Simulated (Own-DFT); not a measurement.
Hf36O71 (tetragonal hafnia with one neutral oxygen vacancy, atoms displaced) (calculated)

Computed with Own-DFT development build. A calculation, not a measurement: plane-wave PBE and HSE06 DFT by an unreviewed code, no spin, of a simulated cell at Gamma alone, so results move with cell size and shape, stress positive in tension, energies less offsets, not probed for a lower state with spin; hafnium file: forces about 75 meV/angstrom off all-electron values; oxygen file: force components 24 meV/angstrom off all-electron in a glass; k mesh not checked against a denser one; forces and stress are PBE's, HSE06 gives the energy alone, and its difference from PBE has offsets of its own; offsets are fitted by least squares, one for each functional and potential file, so energies compare only between cells with the same atoms and settings and are not formation energies; the far tail of each file's local potential was reset to the Coulomb form; each entry is a single point on an unrelaxed cell, so the pressure reflects the starting lattice, taken from the Materials Project, from which strain is counted, and rises with the displacements; printed positions are rounded, which can move forces by about a meV/angstrom; the program is a retired in-house code; no spin-orbit coupling.

Common to all runs: first functional PBE; second functional HSE06; exact exchange share 0.25; screening 0.11 1/bohr; exchange divergence Gygi-Baldereschi; potential files PseudoDojo norm-conserving, scalar-relativistic, made for PBE, standard set; wave cutoff 48 hartree; occupations fixed; k mesh 1 x 1 x 1 centred on Gamma.

(1) Hf36O71 (tetragonal hafnia with one neutral oxygen vacancy, atoms displaced)

```
Hf36O71
1.0
     10.7800     0.0000     0.0000
      0.0000    10.7800     0.0000
      0.0000     0.0000    10.4493
Hf O Hf O Hf O Hf O Hf O Hf O Hf O Hf O Hf O Hf O Hf O Hf O Hf O Hf O Hf O Hf O Hf O Hf O
2 4 2 4 2 4 2 3 2 4 2 4 2 4 2 4 2 4 2 4 2 4 2 4 2 4 2 4 2 4 2 4 2 4 2 4
Direct
  0.00827 0.00151 0.00679
  0.15219 0.17511 0.25450
  0.00284 0.15865 0.14948
  0.17171 0.00217 0.35312
  0.00422 0.17435 0.40064
  0.18075 0.00522 0.10510
  0.99815 0.01186 0.49597
  0.16226 0.17574 0.76181
  0.99770 0.17056 0.65278
  0.16869 0.99378 0.85483
  0.99427 0.17262 0.90208
  0.16525 0.99667 0.60174
  0.99800 0.32574 0.97822
  0.16488 0.50917 0.26297
  0.99209 0.49727 0.15407
  0.16968 0.33564 0.34265
  0.99765 0.50580 0.42190
  0.16063 0.32969 0.09693
  0.00281 0.34313 0.51081
  0.16831 0.50316 0.74337
  0.16951 0.32981 0.85911
  0.99340 0.49585 0.89966
  0.16443 0.33517 0.59357
  0.00429 0.65306 0.99445
  0.16673 0.83010 0.25450
  0.00580 0.84660 0.14151
  0.16492 0.66315 0.34815
  0.01422 0.83262 0.40236
  0.17630 0.66982 0.10899
  0.00717 0.66981 0.50699
  0.16869 0.82330 0.75932
  0.00109 0.82751 0.64131
  0.17373 0.66639 0.85695
  0.00430 0.83333 0.89298
  0.16283 0.66035 0.61165
  0.34317 0.99579 0.01187
  0.49207 0.17136 0.23381
  0.33295 0.16484 0.16717
  0.50652 0.00312 0.35049
  0.33060 0.17784 0.40530
  0.49012 0.99514 0.10503
  0.33186 0.99636 0.49230
  0.51391 0.17271 0.73940
  0.33523 0.16400 0.63843
  0.50522 0.99781 0.83548
  0.33454 0.16878 0.88101
  0.50325 0.01415 0.60807
  0.33402 0.33893 0.99329
  0.50310 0.49166 0.24657
  0.32630 0.50811 0.14486
  0.50668 0.33361 0.33064
  0.33188 0.50713 0.40954
  0.50119 0.34233 0.08625
  0.32179 0.33085 0.50094
  0.50255 0.49199 0.75465
  0.33144 0.49378 0.66303
  0.49539 0.33676 0.85538
  0.33476 0.48846 0.90468
  0.48939 0.34180 0.59256
  0.33570 0.66040 0.99969
  0.49143 0.83573 0.25663
  0.32113 0.84298 0.16318
  0.50275 0.67115 0.34078
  0.32956 0.83335 0.40509
  0.50925 0.66250 0.09760
  0.32481 0.65507 0.49628
  0.49789 0.82996 0.75637
  0.33314 0.83017 0.66034
  0.50426 0.65720 0.84005
  0.33227 0.84175 0.90760
  0.50328 0.65622 0.59966
  0.65545 0.00067 0.00857
  0.82406 0.17137 0.24586
  0.67480 0.17314 0.14281
  0.83185 0.00252 0.34508
  0.67405 0.16645 0.41207
  0.83447 0.99596 0.09033
  0.65908 0.01020 0.50169
  0.82864 0.16736 0.76322
  0.66710 0.16893 0.65309
  0.82942 0.99368 0.84927
  0.66363 0.16749 0.90335
  0.83042 0.00583 0.60987
  0.66346 0.31674 0.99288
  0.83799 0.51369 0.24472
  0.66398 0.48695 0.14513
  0.83203 0.32671 0.35192
  0.67452 0.50034 0.40185
  0.81959 0.32160 0.10363
  0.66673 0.34892 0.49710
  0.82735 0.49104 0.75239
  0.67730 0.50602 0.64707
  0.83436 0.33002 0.85534
  0.65695 0.50160 0.91037
  0.83977 0.33407 0.58931
  0.67187 0.66025 0.99088
  0.83671 0.83171 0.24265
  0.65383 0.83911 0.15709
  0.84008 0.66695 0.34437
  0.66885 0.83927 0.40089
  0.84160 0.66217 0.09335
  0.67094 0.66807 0.50750
  0.83993 0.82575 0.74730
  0.66084 0.83468 0.64640
  0.82786 0.67809 0.85080
  0.66812 0.83342 0.90129
  0.82981 0.68053 0.60006
```

* PBE energy of cell above offsets: -88.904 eV
* HSE06 less PBE above offsets: 0.492 eV
* PBE pressure: 4.78 GPa
* PBE stress xx: -2.85 GPa
* PBE stress yy: -7.05 GPa
* PBE stress zz: -4.42 GPa
* PBE stress yz: -1.27 GPa
* PBE stress xz: -0.45 GPa
* PBE stress xy: 0.03 GPa

Force:
```tsv
element	x (eV/Å)	y (eV/Å)	z (eV/Å)
Hf	0.506	-1.412	-0.293
Hf	1.453	-1.635	-0.599
O	-1.708	-0.14	-0.48
O	-0.106	0.34	-0.409
O	0.531	0.128	0.143
O	-1.763	0.378	-0.496
Hf	0.078	-1.15	1.493
Hf	2.387	-4.422	-2.257
O	0.089	0.333	0.835
O	-1.054	1.571	-0.298
O	0.276	-3.515	-1.93
O	-0.103	0.131	-0.875
Hf	0.577	2.42	6.164
Hf	0.133	-3.184	-3.873
O	2.706	0.576	-0.181
O	-0.036	2.227	1.331
O	0.518	-0.499	-1.171
O	0.249	-0.09	-0.512
Hf	-1.625	-2.214	-1.896
Hf	-0.599	-0.455	1.113
O	-1.148	2.138	-1.136
O	0.196	0.68	-1.308
O	0.154	0.795	2.327
Hf	0.532	2.841	0.957
Hf	-1.79	2.209	0.005
O	-0.205	-0.785	1.025
O	0.211	1.416	2.552
O	-0.696	0.094	-0.45
O	-2.013	-0.322	-1.034
Hf	-2.357	2.74	0.156
Hf	-0.862	4.117	-1.215
O	0.613	-0.309	1.251
O	-0.042	-2.336	0.434
O	-0.088	-1.349	0.767
O	0.96	-1.049	-0.45
Hf	-4.982	1.436	-3.453
Hf	1.874	-0.524	3.084
O	-1.149	0.554	-2.067
O	-1.121	0.718	-0.285
O	0.574	-1.538	-1.01
O	3.302	0.997	1.045
Hf	-0.869	2.718	2.451
Hf	-5.352	-1.924	0.717
O	-0.884	1.302	1.222
O	0.428	1.205	2.425
O	0.079	-0.047	2.583
O	-0.9	-0.671	-1.692
Hf	-1.312	-3.605	1.83
Hf	0.568	3.117	-2.002
O	0.772	-0.761	1.472
O	0.009	-0.743	1.615
O	-0.155	-3.21	-2.067
O	-1.092	-1.218	1.243
Hf	1.644	-1.492	0.156
Hf	-0.115	1.165	-1.373
O	-0.27	0.601	-0.659
O	1.194	-1.149	-1.371
O	-0.208	3.931	-1.581
O	2.289	0.223	0.284
Hf	0.982	0.113	1.06
Hf	1.42	-0.48	0.326
O	3.106	-0.631	-1.196
O	-0.566	-1.642	0.773
O	0.071	-1.862	-0.03
O	-1.735	0.348	-1.192
Hf	2.818	4.469	2.814
Hf	1.263	0.433	-1.511
O	0.133	-0.378	-0.481
O	-0.854	0.928	1.277
O	0.801	-2.5	0.383
O	-1.257	-0.31	-1.056
Hf	2.629	-2.633	-1.482
Hf	2.141	0.111	1.512
O	-4.277	-1.761	-0.432
O	1.059	-0.803	-0.426
O	-0.354	2.204	-1.194
O	-1.116	-0.046	0.306
Hf	1.348	-2.559	0.49
Hf	1.075	-4.378	-2.809
O	2.261	1.387	-0.072
O	0.261	1.735	0.017
O	-0.094	-2.667	-2.116
O	0.58	0.127	-1.5
Hf	0.708	4.743	3.331
Hf	-2.972	-3.102	0.323
O	1.192	1.426	1.504
O	0.124	1.95	-0.573
O	-0.552	1.494	-0.742
O	2.719	0.625	-1.687
Hf	0.727	-2.974	-0.461
Hf	1.551	1.391	-0.219
O	-1.164	-1.277	0.747
O	-0.992	1.404	-0.638
O	1.12	-2.418	-2.49
O	-2.021	1.205	2.448
Hf	-0.924	2.347	1.661
Hf	-1.355	2.151	0.675
O	2.001	0.279	-0.564
O	0.03	1.098	0.294
O	0.175	-1.063	0.477
O	-0.877	0.419	0.465
Hf	-1.816	2.512	-1.273
Hf	-0.801	3.496	-1.154
O	-0.031	-0.664	0.972
O	0.488	-4.128	0.373
O	-1.027	-0.087	0.956
O	1.71	-1.389	-0.143
```

(2) Hf36O71 (tetragonal hafnia with one neutral oxygen vacancy, atoms displaced)

```
Hf36O71
1.0
     10.7800     0.0000     0.0000
      0.0000    10.7800     0.0000
      0.0000     0.0000    10.4493
Hf O Hf O Hf O Hf O Hf O Hf O Hf O Hf O Hf O Hf O Hf O Hf O Hf O Hf O Hf O Hf O Hf O Hf O
2 3 2 4 2 4 2 4 2 4 2 4 2 4 2 4 2 4 2 4 2 4 2 4 2 4 2 4 2 4 2 4 2 4 2 4
Direct
  0.00485 0.99686 0.00022
  0.17119 0.16391 0.25233
  0.00192 0.16058 0.15658
  0.17877 0.98955 0.34465
  0.16891 0.00063 0.09810
  0.99547 0.99904 0.50200
  0.16598 0.15980 0.75675
  0.98790 0.16003 0.65772
  0.16759 0.99326 0.85019
  0.00261 0.17041 0.90162
  0.17004 0.99447 0.59450
  0.00590 0.32346 0.98554
  0.15955 0.50505 0.24680
  0.00327 0.50314 0.15931
  0.16532 0.33377 0.35945
  0.00045 0.49861 0.40771
  0.15910 0.34191 0.09638
  0.98789 0.33100 0.49902
  0.18521 0.49625 0.75483
  0.97882 0.50282 0.62909
  0.15899 0.33399 0.85099
  0.00486 0.49719 0.90789
  0.16419 0.32929 0.60182
  0.00891 0.66371 0.00577
  0.17549 0.83729 0.24906
  0.98558 0.83931 0.14956
  0.16958 0.66901 0.34856
  0.99461 0.82769 0.39720
  0.16729 0.66423 0.09973
  0.00794 0.66536 0.49843
  0.16576 0.83550 0.74045
  0.99307 0.83428 0.65407
  0.16819 0.66372 0.85213
  0.99919 0.84018 0.90360
  0.17128 0.67789 0.59790
  0.32623 0.01046 0.00488
  0.48955 0.16635 0.23113
  0.32522 0.15055 0.14786
  0.51857 0.01147 0.35201
  0.35834 0.16751 0.41175
  0.50412 0.01033 0.11585
  0.33019 0.00254 0.48833
  0.50737 0.15790 0.74712
  0.32537 0.17249 0.65858
  0.49660 0.99672 0.84728
  0.34390 0.15750 0.91058
  0.50491 0.00067 0.59233
  0.32497 0.32865 0.00234
  0.49481 0.50935 0.24580
  0.33450 0.51187 0.14541
  0.52278 0.33645 0.34720
  0.33617 0.49163 0.39022
  0.48592 0.32713 0.10648
  0.32749 0.33446 0.50306
  0.50261 0.51077 0.75332
  0.32619 0.49041 0.64690
  0.50380 0.33063 0.84435
  0.32527 0.48712 0.89098
  0.51093 0.32537 0.59997
  0.33612 0.66913 0.01416
  0.50345 0.81883 0.25052
  0.33646 0.84155 0.15642
  0.49992 0.66859 0.33682
  0.32815 0.83827 0.40852
  0.49263 0.67309 0.09869
  0.32990 0.66095 0.50432
  0.50443 0.83715 0.75069
  0.34420 0.82122 0.65023
  0.49225 0.66053 0.84626
  0.34147 0.83116 0.90253
  0.51079 0.65444 0.60127
  0.66019 0.98917 0.98968
  0.83177 0.17995 0.25302
  0.67578 0.15815 0.15118
  0.83763 0.00455 0.33654
  0.67871 0.17253 0.40831
  0.83387 0.99928 0.10287
  0.66914 0.00219 0.49876
  0.83775 0.15337 0.75190
  0.67341 0.16777 0.66299
  0.83297 0.00314 0.83611
  0.67247 0.16175 0.91101
  0.82669 0.00404 0.59816
  0.67143 0.33292 0.01027
  0.82917 0.49214 0.26582
  0.65757 0.50323 0.15191
  0.82977 0.33122 0.34665
  0.66873 0.49981 0.40282
  0.84123 0.32517 0.09337
  0.67198 0.33260 0.50992
  0.82663 0.49856 0.74340
  0.65723 0.48058 0.66504
  0.83121 0.33684 0.84410
  0.65827 0.49743 0.90192
  0.84053 0.33717 0.59080
  0.67656 0.66281 0.99763
  0.85145 0.83691 0.24232
  0.68094 0.83633 0.16843
  0.82886 0.65841 0.34771
  0.67972 0.85274 0.40411
  0.83865 0.67128 0.10472
  0.66985 0.66674 0.49865
  0.83596 0.83768 0.74550
  0.67453 0.82720 0.65906
  0.83744 0.66398 0.84496
  0.65976 0.83503 0.90490
  0.83389 0.67686 0.58674
```

- PBE energy of cell above offsets: -87.995 eV
- HSE06 less PBE above offsets: 0.496 eV
- PBE pressure: 5.98 GPa
- PBE stress xx: -6.1 GPa
- PBE stress yy: -5.65 GPa
- PBE stress zz: -6.18 GPa
- PBE stress yz: -1.14 GPa
- PBE stress xz: 1.75 GPa
- PBE stress xy: -0.06 GPa

Force:
```tsv
element	x (eV/Å)	y (eV/Å)	z (eV/Å)
Hf	-2.402	0.57	1.565
Hf	-3.217	0.991	0.917
O	1.649	0.326	0.717
O	-0.617	2.968	0.45
O	-1.596	-0.774	0.573
Hf	-1.305	0.296	-1.05
Hf	-0.262	1.341	-1.854
O	3.994	-0.292	-1.617
O	0.164	0.965	-0.063
O	0.173	-3.717	-1.181
O	-0.888	-0.198	0.535
Hf	-1.786	3.656	2.176
Hf	1.016	-1.291	1.035
O	-1.651	0.536	-0.155
O	0.296	-1.015	-1.813
O	0.302	-0.079	-1.912
O	1.769	-0.768	0.873
Hf	4.05	0.069	-0.293
Hf	-3.849	0.203	1.253
O	2.127	0.595	2.247
O	0.9	-1.913	-0.34
O	-0.166	0.692	-0.211
O	-1.211	0.188	0.235
Hf	-2.035	-0.763	-1.766
Hf	-1.183	-1.57	-0.033
O	9.547	-0.122	-4.153
O	0.267	-0.118	0.228
O	0.789	1.152	0.68
O	0.239	0.957	1.118
Hf	-2.196	-0.844	0.006
Hf	1.152	-1.392	1.213
O	2.164	0.262	-0.905
O	-0.19	0.928	-0.861
O	0.157	-1.482	-0.297
O	-0.55	-0.547	0.353
Hf	2.561	-4.495	-0.159
Hf	4.124	0.123	3.816
O	-0.677	1.412	0.197
O	-1.694	-1.488	-0.879
O	-1.663	0.831	-1.721
O	-0.716	-1.252	-3.207
Hf	2.416	0.404	1.871
Hf	-0.368	2.901	-0.232
O	0.777	-0.645	0.403
O	0.745	0.165	0.504
O	-1.169	2.976	-1.438
O	-1.338	-0.169	1.588
Hf	1.404	1.062	-1.179
Hf	0.361	-4.243	1.221
O	-0.892	-0.634	-0.161
O	-1.056	0.388	-1.232
O	0.063	1.459	1.195
O	0.324	0.104	-1.17
Hf	1.375	-0.693	0.276
Hf	-1.013	-4.012	-0.081
O	2.463	1.126	-1.642
O	-0.41	-0.413	0.515
O	0.438	0.868	1.207
O	-2.678	-0.418	-0.469
Hf	-1.375	0.27	-3.847
Hf	2.491	6.286	-0.94
O	-0.255	-0.873	-0.289
O	-0.009	-1.244	3.32
O	0.713	-2.527	-1.082
O	3.075	0.482	0.454
Hf	1.284	0.629	-0.594
Hf	-0.759	-0.975	-0.139
O	-0.923	0.162	0.226
O	0.262	2.397	1.387
O	-0.464	0.556	0.843
O	-1.586	0.039	-0.929
Hf	1.045	3.899	4.713
Hf	-0.862	-4.734	-1.586
O	-1.625	1.928	0.29
O	1.76	0.939	1.753
O	0.893	-0.471	0.516
O	0.489	-0.273	-2.977
Hf	-1.318	2.274	-1.602
Hf	-2.731	4.292	0.066
O	-0.236	-0.012	-0.533
O	0.073	-3.225	2.811
O	-0.559	0.219	-0.39
O	2.339	-0.651	0.124
Hf	-0.751	-1.332	-1.462
Hf	0.021	3.194	-2.051
O	1.553	-0.265	-0.646
O	1.388	1.326	2.052
O	0.491	0.64	0.844
O	-0.523	0.816	0.57
Hf	-2.756	-0.804	-1.859
Hf	1.382	-0.328	0.712
O	2.796	1.03	-1.518
O	0.186	-0.539	0.106
O	0.46	1	1.039
O	-2.276	-0.383	1.717
Hf	0.712	-0.219	0.889
Hf	-7.158	0.05	5.218
O	-3.426	-0.96	-2.017
O	0.209	0.649	-0.034
O	-0.975	-4.758	0.361
O	-0.493	-0.916	-1.788
Hf	1.722	1.544	-1.257
Hf	-0.391	-1.701	0.753
O	-1.787	0.172	-0.232
O	-0.942	0.538	0.341
O	0.231	-2.995	-1.005
O	-0.432	-0.306	0.774
```

(3) Hf36O71 (tetragonal hafnia with one neutral oxygen vacancy, atoms displaced)

```
Hf36O71
1.0
     10.7800     0.0000     0.0000
      0.0000    10.7800     0.0000
      0.0000     0.0000    10.4493
Hf O Hf O Hf O Hf O Hf O Hf O Hf O Hf O Hf O Hf O Hf O Hf O Hf O Hf O Hf O Hf O Hf O Hf O
2 4 2 4 2 4 2 4 2 4 2 4 2 4 2 4 2 4 2 4 2 4 2 4 2 4 2 3 2 4 2 4 2 4 2 4
Direct
  0.00346 0.99957 0.99608
  0.17291 0.16647 0.25302
  0.00185 0.16221 0.14988
  0.15958 0.00335 0.34903
  0.99995 0.16752 0.40811
  0.16802 0.99754 0.08570
  0.99831 0.00240 0.49920
  0.16371 0.16150 0.74199
  0.00789 0.17211 0.64789
  0.16251 0.00008 0.85429
  0.99904 0.16698 0.90628
  0.17288 0.99724 0.59137
  0.00601 0.32685 0.99504
  0.16263 0.49894 0.24639
  0.99968 0.50111 0.16054
  0.17344 0.33203 0.34842
  0.99422 0.50113 0.39409
  0.16040 0.34528 0.09794
  0.99878 0.33398 0.49715
  0.16795 0.50979 0.75726
  0.99350 0.50251 0.64338
  0.16406 0.32941 0.84593
  0.99848 0.50173 0.91168
  0.16047 0.33061 0.59123
  0.00969 0.66850 0.99805
  0.16748 0.84116 0.24410
  0.00499 0.83605 0.15261
  0.16845 0.66562 0.34267
  0.00003 0.82960 0.40496
  0.16655 0.66149 0.09208
  0.99543 0.66444 0.50274
  0.17184 0.83224 0.74006
  0.00735 0.83075 0.65158
  0.16635 0.66616 0.85675
  0.99423 0.82474 0.89596
  0.16293 0.66537 0.59771
  0.32535 0.00561 0.00062
  0.49715 0.15823 0.25893
  0.33541 0.15362 0.15519
  0.50326 0.99838 0.34818
  0.34031 0.16297 0.39682
  0.50063 0.00462 0.09792
  0.33694 0.99920 0.50391
  0.50064 0.16645 0.75451
  0.32324 0.16216 0.64076
  0.50373 0.99468 0.84129
  0.33349 0.17032 0.91263
  0.49735 0.00531 0.60593
  0.34047 0.33340 0.99705
  0.50043 0.49981 0.25338
  0.33256 0.49611 0.15672
  0.49611 0.32853 0.34520
  0.33899 0.50024 0.40075
  0.50458 0.32969 0.09422
  0.32850 0.34034 0.50339
  0.49742 0.49965 0.74855
  0.33679 0.50069 0.64957
  0.50262 0.33056 0.84026
  0.33597 0.50466 0.89751
  0.50052 0.33801 0.59392
  0.32628 0.66494 0.00362
  0.50125 0.83096 0.24619
  0.33833 0.84700 0.15353
  0.49617 0.66726 0.34695
  0.33710 0.82871 0.40895
  0.49161 0.66563 0.10723
  0.33663 0.66389 0.50421
  0.50059 0.83921 0.75381
  0.34160 0.82767 0.65006
  0.49094 0.66762 0.84487
  0.33885 0.83055 0.90470
  0.50071 0.66651 0.59574
  0.67296 0.00750 0.99981
  0.82743 0.17635 0.25239
  0.66757 0.16511 0.15419
  0.82363 0.00029 0.34961
  0.66881 0.17472 0.39750
  0.83468 0.99718 0.09557
  0.67550 0.00158 0.49231
  0.83810 0.16527 0.75244
  0.66559 0.17140 0.65212
  0.82994 0.99871 0.84654
  0.83031 0.99821 0.58919
  0.65942 0.33571 0.99776
  0.83314 0.49440 0.25384
  0.66314 0.50850 0.15777
  0.82932 0.33339 0.34697
  0.66367 0.50360 0.39921
  0.83673 0.32857 0.09652
  0.66455 0.33378 0.50452
  0.83161 0.50023 0.75546
  0.65947 0.50265 0.65608
  0.83403 0.33737 0.85500
  0.66825 0.49712 0.90486
  0.84203 0.33111 0.59712
  0.67108 0.66835 0.00168
  0.83147 0.83979 0.23826
  0.66952 0.84325 0.15702
  0.82943 0.66575 0.34655
  0.66399 0.83224 0.40852
  0.82573 0.66687 0.09364
  0.65863 0.66314 0.50355
  0.82725 0.82978 0.75106
  0.66598 0.82530 0.64997
  0.83003 0.67384 0.84640
  0.66564 0.84030 0.89760
  0.84472 0.66823 0.59845
```

* PBE energy of cell above offsets: -96.893 eV
* HSE06 less PBE above offsets: 0.040 eV
* PBE pressure: 2.82 GPa
* PBE stress xx: -3.46 GPa
* PBE stress yy: -1.69 GPa
* PBE stress zz: -3.31 GPa
* PBE stress yz: -0.18 GPa
* PBE stress xz: -0.21 GPa
* PBE stress xy: -0.09 GPa

Force:
```tsv
element	x (eV/Å)	y (eV/Å)	z (eV/Å)
Hf	-0.838	-0.588	0.227
Hf	-0.773	0.59	-0.005
O	0.429	-0.075	0.648
O	0.283	-0.487	-0.781
O	-0.394	-0.031	-0.874
O	-1.333	-0.197	2.108
Hf	0.725	-1.67	-0.731
Hf	1.026	0.807	0.699
O	-1.762	-1.301	0.604
O	0.258	-0.25	-1.636
O	-0.421	-1.183	-1.675
O	-1.483	-0.462	1.298
Hf	-1.121	1.173	1.501
Hf	0.397	0.213	1.112
O	-0.918	0.476	-1.18
O	-0.134	-0.03	-0.196
O	0.362	-0.852	0.966
O	1.962	-0.983	-0.39
Hf	0.475	1.139	-0.286
Hf	-0.762	-1.676	-1.458
O	1.16	-0.355	1.99
O	0.186	0.692	-0.487
O	0.181	0.001	-1.421
O	1.057	0.683	0.727
Hf	-2.439	-0.167	0.523
Hf	0.481	-1.276	2.287
O	-0.474	-0.145	-0.939
O	0.23	0.623	-0.535
O	-0.037	1.43	-0.261
O	0.14	0.452	1.501
Hf	0.872	0.134	-2.018
Hf	-0.283	0.128	0.542
O	-0.856	0.912	0.394
O	0.027	0.689	-0.918
O	0.456	1.575	0.679
O	1.32	-0.259	1.079
Hf	3.044	-1.685	-0.023
Hf	0.362	0.605	-1.077
O	-1.015	0.881	-0.454
O	0.183	-0.717	0.645
O	-0.605	0.165	0.663
O	0.601	-0.062	-0.893
Hf	1.215	-0.015	-1.015
Hf	0.023	-1.764	-1.774
O	1.147	0.777	1.59
O	-0.131	3.144	1.646
O	0.329	-0.239	-1.73
O	0.822	-0.05	-0.885
Hf	-1.263	1.439	1.192
Hf	-0.511	0.209	0.288
O	0.285	-0.192	-1.005
O	0.367	0.697	0.111
O	-0.203	-0.055	0.8
O	-1.405	0.244	-0.025
Hf	0.325	-0.975	-1.354
Hf	0.011	1.366	0.454
O	-1.528	-0.255	0.301
O	-0.076	0.695	1.312
O	-0.505	-1.491	0.313
O	-0.665	-0.324	0.487
Hf	2.901	0.588	-0.653
Hf	-0.078	-0.013	0.904
O	-1.543	-0.448	-0.007
O	0.435	-0.088	0.57
O	-0.338	1.029	-0.515
O	0.898	0.561	-1.111
Hf	-0.666	0.441	-1.506
Hf	0.621	-2.026	-0.693
O	-1.464	0.174	0.375
O	0.922	-0.518	0.037
O	-0.84	0.798	0.036
O	-0.63	-0.618	0.533
Hf	-1.56	-0.033	0.208
Hf	0.835	-1.178	-1.215
O	-0.049	-0.085	-0.684
O	0.507	0.388	-0.733
O	-0.043	-0.807	0.726
O	0.532	-0.159	-0.17
Hf	-2.163	-0.552	-0.133
Hf	-0.741	1.064	-0.34
O	0.644	0.111	0.972
O	0.155	1.039	-0.238
O	1.308	0.47	1.709
Hf	2.399	-1.09	0.459
Hf	0.142	2.187	-0.504
O	0.46	-0.608	-0.868
O	0.163	0.218	0.95
O	-0.132	-1.429	0.997
O	-0.847	0.214	0.226
Hf	0.324	0.319	-0.644
Hf	0.365	0.452	-0.786
O	2.058	-0.156	-0.315
O	-0.156	-1.202	-1.311
O	-0.21	1.171	-0.168
O	-2.106	-0.04	0.611
Hf	-1.733	-0.088	-0.447
Hf	1.087	-1.43	2.523
O	-1.229	-0.568	-1.192
O	0.099	0.448	-0.66
O	-0.125	-0.064	-0.412
O	2.037	0.585	0.166
Hf	2.017	1.25	-1.051
Hf	0.676	0.219	-1.069
O	0.044	0.304	0.402
O	-0.65	-2.204	0.371
O	0.245	-0.881	0.987
O	-3.386	0.115	1.002
```
